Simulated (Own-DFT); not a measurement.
# Response to strain: wurtzite GaN, 72 atoms (Ga36N36)

These are calculations, not measurements. The program, named Own-DFT, is a retired in-house plane-wave density functional code that no person has reviewed. Each row is one single-point run on a periodic cell that was not relaxed, without spin or spin-orbit coupling.

Settings of every run: PBE; PseudoDojo norm-conserving scalar-relativistic files; cutoff 42 hartree; 4 x 4 x 3 k mesh centred on Gamma; Fermi-Dirac smearing of 0.1 eV.

Known limits: forces not confirmed at this smearing and k mesh; stress not checked against mesh or cutoff.

Unstrained cell vectors in Å: (9.567, 0.000, 0.000); (-4.784, 8.285, 0.000); (0.000, 0.000, 10.370). The unstrained cell has measured lattice constants (interpolated for alloys), not those of this functional. That, the random moves and any unrelaxed bonds set the pressure at no strain. Each run strains this cell uniformly, with the atoms carried along. Every atom was also moved at random, by a Gaussian of width 0.05 Å on each axis. Strain is the symmetric tensor, in per cent. Stress is positive in tension, and the pressure is minus a third of its trace.

| run | e_xx (%) | e_yy (%) | e_zz (%) | s_xx (GPa) | s_yy (GPa) | s_zz (GPa) | P (GPa) | E (meV/atom) |
|---|---|---|---|---|---|---|---|---|
| 1 | 1.25 | 1.25 | 0.00 | -1.97 | -0.68 | -5.56 | 2.74 | 12.2 |
| 2 | 3.00 | 3.00 | 0.00 | 6.66 | 5.49 | -3.30 | -2.95 | 11.1 |
| 3 | 2.00 | 2.00 | 0.00 | 2.41 | 2.20 | -5.20 | 0.20 | 10.0 |
| 4 | -0.25 | -0.25 | 0.00 | -9.13 | -7.73 | -9.20 | 8.69 | 24.7 |
| 5 | -2.75 | -2.75 | 0.00 | -26.78 | -21.01 | -13.77 | 20.52 | 82.3 |
| 6 | 1.00 | 1.00 | 0.00 | -2.13 | -1.94 | -6.50 | 3.52 | 4.8 |
| 7 | -0.75 | -0.75 | 0.00 | -11.34 | -12.38 | -9.14 | 10.95 | 38.2 |
| 8 | 0.50 | 0.50 | 0.00 | -5.74 | -3.59 | -6.51 | 5.28 | 0.0 |
| 9 | -1.75 | -1.75 | 0.00 | ? | ? | ? | ? | ? |

E is the free energy for each atom above the lowest run shown.

## Worked fit

The change of volume is close to e_xx + e_yy + e_zz. A straight line through the runs shown gives P = 8.22 - 204 x (fractional change of volume) GPa, with an error of 10 on the slope and a scatter of 0.90 GPa. The strain isn't the same on all axes and the cell isn't cubic, so the slope belongs to this path and is not the bulk modulus.

## Withheld run

Question: what pressure should run 9 give? Its volume changes by -3.47 %.

The line gives 15.3 GPa. The calculation gave 15.02 GPa.
